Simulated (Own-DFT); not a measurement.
# Computed records: GaN (wurtzite, strained, atoms displaced)

A calculation, not a measurement: plane-wave PBE density functional theory by an unreviewed code, no spin, of a simulated periodic cell, stress positive in tension, free energy of the whole cell less one offset for each atom, forces on such cells passed a denser k mesh, this cell's mesh not checked; offsets are fitted by least squares, one for each functional and potential file, so energies compare only between cells with the same atoms and settings and are not formation energies; the far tail of each file's local potential was reset to the Coulomb form; each entry is a single point on an unrelaxed cell, so the pressure reflects the starting lattice, mostly measured values (interpolated for alloys), from which strain is counted, and rises with the displacements; printed positions are rounded, which can move forces by about a meV/angstrom; the program, named Own-DFT, is a retired in-house code; no spin-orbit coupling. Program: Own-DFT development build.

Common to all runs: functional PBE; potential files PseudoDojo norm-conserving, scalar-relativistic, standard set with the stringent files for Ga; wave cutoff 96 hartree; occupations Gaussian; smearing width 0.01 eV; k mesh 3 x 4 x 3 centred on Gamma.

(1) 
```cif
# cell vector a (Å): 12.7560 0.0000 0.0000
# cell vector b (Å): -4.7835 8.2853 0.0000
# cell vector c (Å): 0.0000 0.0000 10.2144
data_GaN
_symmetry_space_group_name_H-M 'P 1'
_symmetry_Int_Tables_number 1
_cell_length_a 12.7560
_cell_length_b 9.5670
_cell_length_c 10.2144
_cell_angle_alpha 90.000
_cell_angle_beta 90.000
_cell_angle_gamma 120.000
_cell_volume 1079.53
loop_
_atom_site_label
_atom_site_type_symbol
_atom_site_fract_x
_atom_site_fract_y
_atom_site_fract_z
_atom_site_occupancy
Ga1 Ga 0.07941 0.22650 0.00321 1
Ga2 Ga 0.15602 0.10621 0.25281 1
N1 N 0.08218 0.23519 0.19696 1
N2 N 0.17517 0.11418 0.44169 1
Ga3 Ga 0.08873 0.22453 0.50800 1
Ga4 Ga 0.17429 0.11739 0.74922 1
N3 N 0.08385 0.22311 0.67983 1
N4 N 0.17048 0.12424 0.94056 1
Ga5 Ga 0.08550 0.55942 0.00698 1
Ga6 Ga 0.16921 0.44376 0.24987 1
N5 N 0.08670 0.56250 0.19058 1
N6 N 0.17143 0.43694 0.43880 1
Ga7 Ga 0.08660 0.56505 0.49484 1
Ga8 Ga 0.15864 0.43985 0.74829 1
N7 N 0.08645 0.55845 0.68519 1
N8 N 0.16413 0.43461 0.94535 1
Ga9 Ga 0.08273 0.88102 0.99904 1
Ga10 Ga 0.16812 0.78170 0.25235 1
N9 N 0.09354 0.89845 0.18740 1
N10 N 0.16865 0.77528 0.44871 1
Ga11 Ga 0.09383 0.89653 0.50100 1
Ga12 Ga 0.16819 0.78220 0.74488 1
N11 N 0.08185 0.88268 0.69278 1
N12 N 0.16707 0.78117 0.93582 1
Ga13 Ga 0.33277 0.22458 0.99221 1
Ga14 Ga 0.41766 0.11151 0.24812 1
N13 N 0.33293 0.22146 0.18381 1
N14 N 0.42329 0.11280 0.43738 1
Ga15 Ga 0.33757 0.23559 0.49108 1
Ga16 Ga 0.41000 0.10120 0.76393 1
N15 N 0.33535 0.22680 0.68350 1
N16 N 0.41961 0.11115 0.92914 1
Ga17 Ga 0.33687 0.55725 0.98998 1
Ga18 Ga 0.41600 0.44548 0.24562 1
N17 N 0.32992 0.54657 0.19251 1
N18 N 0.42381 0.44684 0.44409 1
Ga19 Ga 0.33597 0.55681 0.50489 1
Ga20 Ga 0.41864 0.43979 0.74798 1
N19 N 0.33663 0.55098 0.69968 1
N20 N 0.40729 0.43721 0.94138 1
Ga21 Ga 0.33958 0.88877 0.00594 1
Ga22 Ga 0.41597 0.77823 0.25441 1
N21 N 0.33375 0.89452 0.18729 1
N22 N 0.42006 0.78516 0.43860 1
Ga23 Ga 0.31922 0.87743 0.50164 1
Ga24 Ga 0.42454 0.77441 0.75148 1
N23 N 0.33372 0.88743 0.69525 1
N24 N 0.42024 0.77720 0.93622 1
Ga25 Ga 0.58118 0.22282 0.99739 1
Ga26 Ga 0.66812 0.10960 0.25245 1
N25 N 0.58183 0.22498 0.18689 1
N26 N 0.67106 0.11650 0.44858 1
Ga27 Ga 0.58417 0.22037 0.49516 1
Ga28 Ga 0.65854 0.10048 0.75065 1
N27 N 0.57622 0.21675 0.69616 1
N28 N 0.66965 0.10806 0.92566 1
Ga29 Ga 0.57934 0.56394 0.00139 1
Ga30 Ga 0.67377 0.46461 0.25487 1
N29 N 0.58153 0.55199 0.18432 1
N30 N 0.66425 0.44391 0.44126 1
Ga31 Ga 0.58616 0.55601 0.49883 1
Ga32 Ga 0.66976 0.44787 0.74837 1
N31 N 0.58616 0.56377 0.69003 1
N32 N 0.66607 0.44048 0.94608 1
Ga33 Ga 0.58354 0.90580 0.99938 1
Ga34 Ga 0.66033 0.76074 0.25011 1
N33 N 0.57184 0.87871 0.19087 1
N34 N 0.66893 0.77508 0.43347 1
Ga35 Ga 0.58197 0.88641 0.50561 1
Ga36 Ga 0.66766 0.77297 0.76126 1
N35 N 0.58600 0.88518 0.68656 1
N36 N 0.66882 0.76835 0.94463 1
Ga37 Ga 0.83031 0.22412 0.99849 1
Ga38 Ga 0.90983 0.11430 0.24804 1
N37 N 0.83097 0.21842 0.17996 1
N38 N 0.91299 0.11230 0.43847 1
Ga39 Ga 0.82843 0.22354 0.50333 1
Ga40 Ga 0.92014 0.12373 0.74523 1
N39 N 0.83108 0.23845 0.68232 1
N40 N 0.91988 0.11908 0.94544 1
Ga41 Ga 0.84190 0.56390 0.00724 1
Ga42 Ga 0.92093 0.44196 0.24167 1
N41 N 0.83355 0.54860 0.19243 1
N42 N 0.92115 0.44680 0.44558 1
Ga43 Ga 0.83475 0.55163 0.51039 1
Ga44 Ga 0.91298 0.43983 0.75698 1
N43 N 0.83968 0.55548 0.68463 1
N44 N 0.91334 0.43932 0.93285 1
Ga45 Ga 0.83779 0.89032 0.99869 1
Ga46 Ga 0.91748 0.78025 0.24853 1
N45 N 0.83460 0.88972 0.19088 1
N46 N 0.91995 0.77926 0.43376 1
Ga47 Ga 0.83840 0.88545 0.49820 1
Ga48 Ga 0.91579 0.76937 0.75138 1
N47 N 0.83976 0.89287 0.67846 1
N48 N 0.91138 0.76873 0.94395 1
_calc_free_energy_of_cell_above_offsets '-2.059'  # eV
_calc_pressure 10.65  # GPa
_calc_stress_xx -6.83  # GPa
_calc_stress_yy -9.44  # GPa
_calc_stress_zz -15.67  # GPa
_calc_stress_yz -0.05  # GPa
_calc_stress_xz -0.46  # GPa
_calc_stress_xy -0.92  # GPa
```

Force:
```csv
element,x (eV/Å),y (eV/Å),z (eV/Å)
Ga,1.436,-0.886,0.958
Ga,1.035,2.065,-0.473
N,0.009,-2.782,-1.065
N,-1.253,-0.392,-0.415
Ga,-1.026,-0.732,-3.865
Ga,-1.037,-0.593,0.213
N,0.19,-0.186,3.712
N,-0.778,-2.048,-0.511
Ga,0.372,-0.322,-1.99
Ga,-0.243,1.039,0.828
N,0.2,-0.208,0.63
N,-0.786,1.612,0.325
Ga,0.662,-3.282,1.09
Ga,1.127,0.78,0.614
N,-0.644,-0.201,0.546
N,-0.738,2.617,-1.215
Ga,-0.374,1.882,-0.306
Ga,0.275,0.301,-0.035
N,-1.322,-1.616,0.131
N,-2.189,0.391,-2.789
Ga,-1.79,-0.606,0.395
Ga,0.685,-1.218,0.944
N,-0.415,1.44,-0.509
N,1.041,-0.648,0.575
Ga,0.582,-1.079,1.678
Ga,-0.402,0.899,0.34
N,-0.447,-0.094,0.664
N,-1.768,-0.957,0.072
Ga,1.852,-1.917,0.965
Ga,0.134,0.85,-6.391
N,0.483,-0.964,0.331
N,-0.565,-0.347,5.957
Ga,-1.334,-0.501,1.584
Ga,0.313,-1.146,0.668
N,0.003,1.977,-1.198
N,-1.103,1.394,-1.394
Ga,0.145,0.146,-0.12
Ga,0.24,0.328,0.447
N,-1.14,0.29,-1.008
N,2.03,1.525,-1.036
Ga,-1.169,0.036,-1.629
Ga,-1.004,-1.01,-0.49
N,0.344,-1.215,0.97
N,-0.661,-0.951,1.131
Ga,4.411,3.331,1.259
Ga,-1.591,-0.004,-0.825
N,0.601,-0.534,-0.892
N,-0.264,0.462,0.737
Ga,0.578,0.319,0.283
Ga,-1.183,-0.089,0.164
N,1.141,0.123,0.393
N,-0.743,-1.505,-1.761
Ga,-0.66,0.118,1.565
Ga,0.097,1.615,-2.656
N,0.528,0.596,-1.024
N,-0.544,0.857,2.865
Ga,0.925,-3.018,-0.567
Ga,0.211,-2.606,-0.596
N,-0.246,-0.215,0.698
N,1.268,0.331,0.127
Ga,-0.082,0.691,0.765
Ga,-0.27,-0.921,0.842
N,0.531,-1.068,-0.01
N,-0.025,1.527,-0.955
Ga,1.241,-2.207,1.013
Ga,-0.355,2.511,-0.425
N,2.138,1.509,-0.691
N,-0.45,0.281,1.031
Ga,0.852,0.271,-1.721
Ga,0.606,1.19,-1.703
N,0.388,-0.25,1.266
N,-0.901,2.96,-0.233
Ga,0.269,-0.356,-1.055
Ga,1.508,-0.561,1.009
N,-0.858,0.618,1.172
N,0.673,0.092,0.251
Ga,2.145,0.615,-1.011
Ga,-0.502,-1.095,0.069
N,0.747,-2.58,2.052
N,-0.736,-1.279,-1.618
Ga,-1.295,-2.769,-0.569
Ga,-0.698,-0.174,2.057
N,0.35,1.293,0.017
N,-0.443,-0.156,-1.869
Ga,-0.072,0.529,-3.532
Ga,0.93,1.458,-2.211
N,-1.132,-0.039,2.663
N,0.454,1.165,2.929
Ga,-0.693,0.364,0.575
Ga,0.715,-0.136,-0.048
N,-0.478,-0.257,-0.567
N,1.093,-0.375,0.956
Ga,-0.988,0.79,-1.322
Ga,-0.502,1.236,-0.271
N,-0.503,-0.213,3.059
N,0.842,1.882,-1.011
```

(2) 
```cif
# cell vector a (Å): 12.7560 0.0000 0.0000
# cell vector b (Å): -4.7835 8.2853 0.0000
# cell vector c (Å): 0.0000 0.0000 10.2144
data_GaN
_symmetry_space_group_name_H-M 'P 1'
_symmetry_Int_Tables_number 1
_cell_length_a 12.7560
_cell_length_b 9.5670
_cell_length_c 10.2144
_cell_angle_alpha 90.000
_cell_angle_beta 90.000
_cell_angle_gamma 120.000
_cell_volume 1079.53
loop_
_atom_site_label
_atom_site_type_symbol
_atom_site_fract_x
_atom_site_fract_y
_atom_site_fract_z
_atom_site_occupancy
Ga1 Ga 0.08227 0.21514 0.00093 1
Ga2 Ga 0.17579 0.11660 0.25594 1
N1 N 0.08609 0.22943 0.19426 1
N2 N 0.16869 0.10498 0.44224 1
Ga3 Ga 0.08317 0.21584 0.49925 1
Ga4 Ga 0.17117 0.11262 0.75796 1
N3 N 0.08703 0.22305 0.69100 1
N4 N 0.17153 0.11660 0.93403 1
Ga5 Ga 0.08589 0.55411 0.99687 1
Ga6 Ga 0.16534 0.43843 0.25593 1
N5 N 0.07801 0.55834 0.19040 1
N6 N 0.16833 0.44135 0.44174 1
Ga7 Ga 0.08417 0.55725 0.49892 1
Ga8 Ga 0.16207 0.43504 0.75823 1
N7 N 0.08369 0.56257 0.69167 1
N8 N 0.17151 0.44616 0.94462 1
Ga9 Ga 0.08747 0.89105 0.99557 1
Ga10 Ga 0.16824 0.77256 0.25149 1
N9 N 0.09163 0.88509 0.19047 1
N10 N 0.16433 0.77475 0.44540 1
Ga11 Ga 0.08150 0.88919 0.49605 1
Ga12 Ga 0.16931 0.77578 0.74525 1
N11 N 0.08709 0.88723 0.68514 1
N12 N 0.16789 0.78272 0.93962 1
Ga13 Ga 0.33721 0.21734 0.99759 1
Ga14 Ga 0.40977 0.10824 0.25133 1
N13 N 0.33683 0.22931 0.19178 1
N14 N 0.41233 0.10767 0.44015 1
Ga15 Ga 0.33787 0.22667 0.51231 1
Ga16 Ga 0.41712 0.11577 0.75270 1
N15 N 0.32635 0.21314 0.68942 1
N16 N 0.41296 0.12268 0.93605 1
Ga17 Ga 0.33685 0.56187 0.00153 1
Ga18 Ga 0.41297 0.44237 0.24504 1
N17 N 0.34068 0.55623 0.19038 1
N18 N 0.41941 0.43890 0.44493 1
Ga19 Ga 0.33624 0.55767 0.50427 1
Ga20 Ga 0.41658 0.44676 0.75264 1
N19 N 0.33432 0.56045 0.68578 1
N20 N 0.40879 0.44694 0.93527 1
Ga21 Ga 0.33097 0.89029 0.00179 1
Ga22 Ga 0.41379 0.78191 0.25305 1
N21 N 0.33142 0.88699 0.19221 1
N22 N 0.41803 0.77099 0.44231 1
Ga23 Ga 0.33267 0.88693 0.49765 1
Ga24 Ga 0.42188 0.77918 0.74764 1
N23 N 0.33160 0.88748 0.69268 1
N24 N 0.41333 0.78120 0.92329 1
Ga25 Ga 0.58573 0.21841 0.00563 1
Ga26 Ga 0.66112 0.10508 0.24538 1
N25 N 0.57621 0.21497 0.18768 1
N26 N 0.66879 0.11356 0.44077 1
Ga27 Ga 0.59044 0.22699 0.49956 1
Ga28 Ga 0.66456 0.10802 0.75425 1
N27 N 0.58389 0.22644 0.68564 1
N28 N 0.67253 0.11390 0.94246 1
Ga29 Ga 0.57845 0.55555 0.99605 1
Ga30 Ga 0.67221 0.44079 0.25490 1
N29 N 0.57916 0.55117 0.18584 1
N30 N 0.66255 0.43835 0.44483 1
Ga31 Ga 0.59075 0.56138 0.49519 1
Ga32 Ga 0.65790 0.43036 0.75245 1
N31 N 0.57182 0.55667 0.69003 1
N32 N 0.66829 0.44543 0.94310 1
Ga33 Ga 0.58607 0.88656 0.99475 1
Ga34 Ga 0.66751 0.77922 0.24468 1
N33 N 0.57961 0.88196 0.19343 1
N34 N 0.66284 0.77075 0.43783 1
Ga35 Ga 0.57902 0.88311 0.50270 1
Ga36 Ga 0.66984 0.77946 0.75666 1
N35 N 0.57824 0.87786 0.68544 1
N36 N 0.66920 0.76845 0.93803 1
Ga37 Ga 0.84052 0.22568 0.00302 1
Ga38 Ga 0.91399 0.10895 0.23986 1
N37 N 0.83524 0.20927 0.19572 1
N38 N 0.92125 0.10818 0.43768 1
Ga39 Ga 0.82530 0.22348 0.50419 1
Ga40 Ga 0.91250 0.11251 0.74519 1
N39 N 0.83733 0.22630 0.69098 1
N40 N 0.90843 0.10921 0.93820 1
Ga41 Ga 0.84376 0.57298 0.99380 1
Ga42 Ga 0.91449 0.44592 0.25417 1
N41 N 0.83668 0.55591 0.18586 1
N42 N 0.91750 0.44374 0.43934 1
Ga43 Ga 0.83687 0.55701 0.50804 1
Ga44 Ga 0.91730 0.44746 0.75193 1
N43 N 0.82803 0.54335 0.68901 1
N44 N 0.91661 0.44077 0.93343 1
Ga45 Ga 0.82919 0.89550 0.00752 1
Ga46 Ga 0.91880 0.77581 0.23858 1
N45 N 0.82439 0.87585 0.19210 1
N46 N 0.91561 0.77605 0.43731 1
Ga47 Ga 0.84422 0.89181 0.50025 1
Ga48 Ga 0.92883 0.79628 0.74697 1
N47 N 0.83160 0.88601 0.68888 1
N48 N 0.91088 0.77791 0.93856 1
_calc_free_energy_of_cell_above_offsets '-3.796'  # eV
_calc_pressure 10.13  # GPa
_calc_stress_xx -8.13  # GPa
_calc_stress_yy -8.5  # GPa
_calc_stress_zz -13.75  # GPa
_calc_stress_yz 0.56  # GPa
_calc_stress_xz 0.72  # GPa
_calc_stress_xy 0.61  # GPa
```

Force:
```csv
element,x (eV/Å),y (eV/Å),z (eV/Å)
Ga,-0.202,0.878,0.213
Ga,-1.07,-0.802,-0.41
N,0.455,-2.246,-1.212
N,-0.093,1.105,-0.06
Ga,0.21,0.611,0.165
Ga,-1.002,-0.675,-2.629
N,-0.641,-0.987,0.176
N,-0.481,-0.781,2.592
Ga,-0.634,0.324,0.551
Ga,-0.18,1.927,-0.533
N,1.413,-1.063,-0.364
N,-0.276,0.261,0.26
Ga,0.463,-0.907,0.634
Ga,0.344,1.803,-1.334
N,0.563,-1.865,-0.259
N,-0.699,-0.744,0.056
Ga,-0.829,0.039,0.761
Ga,-0.454,-0.134,0.741
N,-1.719,1.275,-0.609
N,0.358,0.332,-1.098
Ga,0.52,-0.479,0.184
Ga,-0.213,0.608,0.729
N,-0.236,0.818,0.534
N,0.318,-0.88,-0.458
Ga,-3.159,2.687,1.576
Ga,0.526,0.501,0.664
N,-0.018,-1.459,-1.329
N,0.979,0.318,0.116
Ga,-0.175,-0.587,-2.233
Ga,0.162,-1.027,-1.31
N,1.011,1.402,1.643
N,3.924,-2.273,0.313
Ga,-0.395,0.282,0.015
Ga,1.684,0.754,2.03
N,-2.527,0.893,-0.205
N,-0.679,0.739,-1.015
Ga,0.39,-1.427,-0.776
Ga,-1.413,-0.602,-1.042
N,-0.551,-1.061,1.529
N,1.421,-0.665,1.015
Ga,0.573,0.253,-0.792
Ga,1.205,-1.178,0.144
N,0.134,0.343,-0.682
N,-1.287,1.08,-0.71
Ga,0.133,0.1,0.989
Ga,-1.855,-0.677,-1.693
N,1.024,0.932,-0.719
N,0.674,0.397,4.008
Ga,-0.718,1.007,-1.266
Ga,0.643,0.137,0.745
N,0.676,0.322,1.124
N,-0.767,-1.227,-0.723
Ga,-1.481,-1.601,-0.182
Ga,0.159,0.122,-0.913
N,0.205,-2.218,0.63
N,-0.421,-0.627,-0.002
Ga,0.673,-1.557,0.654
Ga,-1.574,0.399,-0.918
N,0.972,0.152,0.4
N,1.406,1.315,-1.023
Ga,-1.404,-1.152,1.15
Ga,-0.153,2.922,0.421
N,2.926,0.29,-0.237
N,-0.005,-0.389,-0.194
Ga,-0.842,-0.308,0.596
Ga,-1.306,-2.044,1.634
N,-0.312,0.674,-1.41
N,0.701,2.088,-0.317
Ga,1.308,0.424,-1.097
Ga,-0.287,-1.019,-1.911
N,1.386,2.111,1.223
N,-1.201,1.606,0.794
Ga,-1.432,0.696,0.459
Ga,2.635,-1.298,2.667
N,-3.391,2.317,-1.399
N,-1.307,0.374,-0.179
Ga,2.478,-0.025,-0.598
Ga,1.38,-0.355,0.183
N,-1.324,-0.436,-0.081
N,2.1,-0.136,-0.135
Ga,-0.518,-3.391,0.433
Ga,0.735,-0.735,-0.523
N,-0.469,-0.526,-0.117
N,-0.374,-0.049,0.498
Ga,-0.429,-0.136,-1.191
Ga,0.222,0.049,-0.964
N,-0.582,1.485,1.121
N,0.079,0.855,1.769
Ga,0.949,-0.986,-1.084
Ga,0.343,0.461,1.449
N,1.915,1.823,-0.659
N,0.747,-0.665,-0.645
Ga,-2.244,-0.282,-0.514
Ga,-0.955,-2.11,0.408
N,0.295,0.635,0.117
N,0.862,2.865,-0.359
```
